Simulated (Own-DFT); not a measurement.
# What a defect does to the pressure of its cell: 2H SiC

The numbers are computed, not measured, by runs of the plane-wave DFT program Own-DFT (in-house, retired, unreviewed) at fixed positions, with no spin and no spin-orbit coupling.

Settings: PBE; PseudoDojo norm-conserving scalar-relativistic files; cutoff 42 hartree; 4 x 4 x 3 k mesh centred on Gamma; Fermi-Dirac smearing of 0.1 eV.

Caveats (not all hold for every row): a neutral cation vacancy leaves holes that likely carry spin, which these runs leave out; not probed for a lower state with spin; forces on such cells moved up to 12 meV/angstrom on a denser k mesh; forces on such cells passed a denser k mesh, each cell not checked; stress not checked against mesh or cutoff.

All runs share one cell, with vectors in Å (9.248, 0.000, 0.000); (-4.624, 8.009, 0.000); (0.000, 0.000, 10.068) and a volume of 745.7 Å³. u is the rms random offset of the atoms per axis. The defect's site can differ from row to row.

| cell | formula | u (Å) | P (GPa) |
|---|---|---|---|
| no defect | C36Si36 | 0.0311 | 3.93 |
| no defect | C36Si36 | 0.0323 | 4.05 |
| no defect | C36Si36 | 0.0610 | 6.69 |
| two N on a C site each | C34N2Si36 | 0.0274 | 2.79 |
| two N on a C site each | C34N2Si36 | 0.0295 | 2.98 |
| two N on a C site each | C34N2Si36 | 0.0496 | 4.18 |
| one Al on a Si site and one N on a C site | AlC35NSi35 | 0.0289 | 4.06 |
| one Al on a Si site and one N on a C site | AlC35NSi35 | 0.0307 | 4.21 |
| one Al on a Si site and one N on a C site | AlC35NSi35 | 0.0512 | 5.82 |
| one C vacancy | C35Si36 | 0.0281 | 3.74 |
| one C vacancy | C35Si36 | 0.0297 | 3.61 |
| one C vacancy | C35Si36 | 0.0319 | 3.87 |
| one Si vacancy | C36Si35 | 0.0462 | ? |
| one Si vacancy | C36Si35 | 0.0476 | 4.31 |
| one Si vacancy | C36Si35 | 0.0521 | 5.09 |
| one Si vacancy | C36Si35 | 0.0527 | 4.09 |

## Worked fit

P = P0 + c u² + a shift for each defect gives P0 = 3.10 GPa, c = 937 ± 91 GPa/Å² and a scatter of 0.27 GPa. The shifts, and each times the cell's volume:

- one Al on a Si site and one N on a C site: 0.23 ± 0.23 GPa, 1.1 eV (not resolved)
- one C vacancy: -0.20 ± 0.24 GPa, -0.9 eV (not resolved)
- one Si vacancy: -1.02 ± 0.23 GPa, -4.7 eV
- two N on a C site each: -1.05 ± 0.23 GPa, -4.9 eV (-2.4 eV for each of its 2 sites)

Positive is outwards. The product with the volume (160.2 GPa Å³ to the eV) is nearly free of the cell's size; divided by the bulk modulus at the cell's pressure it gives the volume that the defect adds. The atoms around the defects weren't relaxed, which would change these numbers.

## The run left out

The question: what pressure belongs in the blank (one Si vacancy, u = 0.0462 Å)?

From the fit: 4.07 ± 0.32 GPa. The hidden result is 4.38 GPa.
